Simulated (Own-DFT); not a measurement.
# Bulk modulus against bond length in tetrahedral crystals

No measurement is shown. These are fixed-geometry runs of a retired plane-wave code named Own-DFT, which no person has reviewed; spin and spin-orbit coupling are neglected.

Caveats (not all hold for every row): forces on such cells moved up to 12 meV/angstrom on a denser k mesh; forces not confirmed at this smearing and k mesh; k mesh not checked against a denser one; forces on such cells passed a denser k mesh, each cell not checked; stress not checked against mesh or cutoff.

All runs are PBE with PseudoDojo norm-conserving files; cutoff and k mesh are each material's own. Every cell starts from measured lattice constants and was given uniform random strains and small random moves of its atoms. Each triple is the change of volume in per cent, the rms move u in Å and the pressure in GPa.

- 3C SiC (C48Si48), 10.36 Å³/atom unstrained: (-1.38, 0.050, 8.66); (-0.67, 0.051, 7.29); (-0.03, 0.050, 5.88); (0.55, 0.050, 4.60); (2.09, 0.049, 0.79); (2.21, 0.050, 0.91); (2.44, 0.053, -0.04)
- wurtzite GaN (Ga48N48), 11.42 Å³/atom unstrained: (-3.00, 0.048, 13.71); (-1.70, 0.051, 10.75); (-1.05, 0.047, 8.99); (0.24, 0.053, 7.20); (0.81, 0.051, 5.69); (0.93, 0.046, 5.25); (2.44, 0.047, 2.53)
- diamond silicon (Si64), 20.02 Å³/atom unstrained: (-3.43, 0.052, 6.49); (-3.35, 0.048, 6.32); (-0.79, 0.051, 3.71); (0.11, 0.050, 2.58); (0.58, 0.052, 2.00); (0.83, 0.051, 1.87); (2.17, 0.046, 0.52)
- zincblende GaAs (As32Ga32), 22.58 Å³/atom unstrained: withheld
- zincblende InP (In32P32), 25.27 Å³/atom unstrained: (-1.19, 0.050, 4.53); (-1.15, 0.050, 4.64); (-0.14, 0.048, 3.73); (0.57, 0.047, 3.25); (0.78, 0.052, 3.17); (1.31, 0.052, 2.80); (1.38, 0.047, 2.77)
- grey tin (Sn64), 34.15 Å³/atom unstrained: (-3.12, 0.048, 5.66); (-0.85, 0.051, 4.27); (-0.71, 0.047, 4.01); (-0.60, 0.046, 3.97); (-0.32, 0.050, 3.97); (-0.26, 0.054, 3.93); (1.30, 0.050, 3.11)

## Analysis

Fit a line to each set against the fractional change of volume; B is minus its slope, and u is nearly the same within a set. To take it to zero pressure, assume that B rises by 4 GPa for each GPa: B0 = B - 4 x (mean pressure). The bond length of an ideal tetrahedral crystal with the unstrained volume v is d = (√3/4)(8 v)^(1/3). Cohen's empirical rule reads B0 = (1971 - 220 L) d^(-3.5) GPa, with L = 0 for group IV crystals and SiC and 1 for III-V compounds.

| material | L | d (Å) | B (GPa) | mean P (GPa) | B0 (GPa) | rule (GPa) |
|---|---|---|---|---|---|---|
| 3C SiC (C48Si48) | 0 | 1.888 | 228 ± 5 | 4.0 | 211 ± 5 | 213 |
| wurtzite GaN (Ga48N48) | 1 | 1.950 | 203 ± 7 | 7.7 | 172 ± 7 | 169 |
| diamond silicon (Si64) | 0 | 2.352 | 107 ± 2 | 3.4 | 94 ± 2 | 99 |
| zincblende GaAs (As32Ga32) | 1 | 2.448 | ? | ? | ? | 76 |
| zincblende InP (In32P32) | 1 | 2.541 | 71 ± 3 | 3.6 | 57 ± 3 | 67 |
| grey tin (Sn64) | 0 | 2.810 | 58 ± 4 | 4.1 | 41 ± 4 | 53 |

A line through ln[B0/(1971 - 220 L)] against ln d has a slope of -4.1 ± 0.1 and a scatter of 4 %. Against the rule, B0 stands at 99 % for 3C SiC, 102 % for wurtzite GaN, 95 % for diamond silicon, 85 % for zincblende InP, 78 % for grey tin. PBE tends to make silicon and heavier crystals too soft, and the rule itself is only a guide.

## Prediction

The question: what B0 does the fitted trend give for zincblende GaAs (As32Ga32)?

The straight line predicts 67 GPa. Its own runs give B = 75 ± 3 GPa at a mean pressure of 4.6 GPa, so B0 = 57 GPa. It lies off the trend of the others.
